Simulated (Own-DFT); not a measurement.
# How strain changes the stress of wurtzite AlN, 72 atoms (Al36N36)

All numbers below are calculated, not measured. The program, named Own-DFT, is a retired in-house plane-wave density functional code that no person has reviewed. Each row is one single-point run on a periodic cell that was not relaxed, without spin or spin-orbit coupling.

Settings of every run: PBE; PseudoDojo norm-conserving scalar-relativistic files; cutoff 42 hartree; 4 x 4 x 3 k mesh centred on Gamma; Gaussian smearing of 0.01 eV.

Known limits: k mesh not checked against a denser one; stress not checked against mesh or cutoff.

Unstrained cell vectors in Å: (9.336, 0.000, 0.000); (-4.668, 8.085, 0.000); (0.000, 0.000, 9.964). The unstrained cell has measured lattice constants (interpolated for alloys), not those of this functional. That, the random moves and any unrelaxed bonds set the pressure at no strain. Each run strains this cell uniformly, with the atoms carried along. Every atom was also moved at random, by a Gaussian of width 0.05 Å on each axis. Strain is the symmetric tensor, in per cent. Stress is positive in tension, and the pressure is minus a third of its trace.

| run | e_xx (%) | e_yy (%) | e_zz (%) | e_yz (%) | e_xz (%) | e_xy (%) | s_xx (GPa) | s_yy (GPa) | s_zz (GPa) | s_yz (GPa) | s_xz (GPa) | s_xy (GPa) | P (GPa) | E (meV/atom) |
|---|---|---|---|---|---|---|---|---|---|---|---|---|---|---|
| 1 | 0.74 | 0.98 | -0.21 | -0.80 | 0.92 | 1.66 | -1.04 | -0.07 | -6.68 | -1.91 | 2.14 | 5.09 | 2.60 | 20.1 |
| 2 | 0.49 | -1.08 | -1.80 | 1.82 | -1.17 | -0.03 | -6.54 | -13.31 | -14.08 | 4.90 | -4.20 | -0.15 | 11.31 | 44.8 |
| 3 | -1.43 | -1.29 | -0.47 | 1.90 | -1.26 | 0.77 | -16.45 | -16.68 | -8.91 | 6.24 | -3.92 | 4.87 | 14.01 | 72.9 |
| 4 | -0.61 | 1.86 | 0.71 | -0.28 | 0.56 | 0.17 | -5.85 | 0.82 | -1.17 | -0.97 | 0.88 | 0.50 | 2.07 | 34.6 |
| 5 | 0.12 | -1.46 | -0.32 | -1.43 | -1.96 | 1.71 | -6.98 | -15.83 | -7.26 | -3.71 | -5.22 | 7.20 | 10.02 | 47.7 |
| 6 | -1.81 | -1.28 | -0.45 | 0.07 | 1.97 | 0.74 | -18.05 | -15.63 | -9.31 | -0.45 | 6.14 | 2.84 | 14.33 | 58.5 |
| 7 | -1.41 | -0.83 | 1.91 | -1.57 | 1.83 | 1.59 | -12.70 | -9.22 | 0.35 | -3.65 | 4.12 | 6.19 | 7.19 | 39.1 |
| 8 | -0.65 | 0.23 | 1.98 | -1.16 | -0.33 | -0.81 | -7.88 | -4.12 | 3.09 | -2.17 | 0.04 | -3.94 | 2.97 | 16.1 |
| 9 | -1.73 | -1.69 | -0.26 | -1.61 | 0.79 | 1.51 | -16.76 | -17.75 | -10.18 | -3.42 | 3.04 | 7.63 | 14.90 | 67.2 |
| 10 | 0.21 | 1.29 | 1.39 | -0.46 | 1.60 | -0.19 | -5.74 | 3.14 | 1.99 | -0.65 | 3.43 | -1.43 | 0.20 | 19.1 |
| 11 | 0.51 | 1.18 | -1.12 | -0.15 | -0.10 | -0.29 | -3.83 | -1.73 | -7.29 | 0.57 | 0.49 | -1.97 | 4.29 | 17.3 |
| 12 | -0.61 | -1.72 | 1.41 | 1.20 | 0.78 | 1.51 | -11.65 | -14.69 | 0.09 | 3.61 | 2.51 | 6.35 | 8.75 | 48.9 |
| 13 | 1.13 | -0.47 | 1.49 | -0.38 | -0.13 | 1.52 | -1.02 | -4.17 | 2.35 | -0.87 | 0.04 | 4.71 | 0.95 | 0.9 |
| 14 | 0.26 | -0.25 | 0.86 | 1.15 | -0.68 | 1.91 | -5.66 | -5.68 | -0.97 | 2.94 | -2.12 | 6.53 | 4.10 | 24.1 |
| 15 | 0.84 | -1.22 | 0.09 | -0.42 | -0.38 | 1.51 | -2.46 | -12.53 | -3.63 | -1.41 | -0.82 | 5.53 | 6.21 | 16.7 |
| 16 | 0.85 | -1.18 | 1.28 | 0.37 | -0.04 | 1.23 | -3.13 | -10.10 | -0.90 | 0.25 | 0.22 | 6.80 | 4.71 | 38.0 |
| 17 | 1.27 | 1.97 | 1.40 | 0.15 | 0.84 | -1.76 | 3.38 | 5.40 | 2.56 | 0.37 | 2.15 | -4.88 | -3.78 | 0.0 |
| 18 | 1.75 | -0.28 | 1.06 | -1.22 | 0.85 | 0.63 | ? | ? | ? | ? | ? | ? | ? | ? |

E is the free energy for each atom above the lowest run shown.

## Worked fit

Each stress component was fitted by least squares to a constant and the strains of the runs shown, as fractions, with shears doubled. Shear strains stay in the fit of a normal stress only where such slopes are resolved. The slopes, in GPa:

| stress | at no strain | per e_xx | per e_yy | per e_zz | scatter |
|---|---|---|---|---|---|
| s_xx | -6.6 | 504 ± 29 | 115 ± 24 | 54 ± 25 | 1.10 |
| s_yy | -6.9 | 141 ± 30 | 491 ± 24 | 143 ± 25 | 1.12 |
| s_zz | -5.2 | 90 ± 27 | 65 ± 22 | 428 ± 23 | 1.02 |

Each shear stress against twice its own strain: yz 129 ± 8, xz 137 ± 10, xy 167 ± 20 GPa. These are stiffnesses along x, y and z of the frame in which the cell vectors are given, which need not be the crystal's axes. The atoms are held to the strained lattice; where symmetry lets them move under strain, relaxing them would lower some slopes. The table should be nearly symmetric about its diagonal, and what it lacks of that shows the noise. A ninth of its sum, 226 ± 5 GPa, estimates the bulk modulus near the mean pressure of these runs, 6.2 GPa, so it lies above the value at zero pressure.

## Withheld run

Question: what normal stresses and pressure should run 18 give?

The fit gives s_xx = 2.5, s_yy = -4.2, s_zz = 0.7 and P = 0.3 GPa. The calculation gave 4.30, -8.02, 0.57 and P = 1.05 GPa.
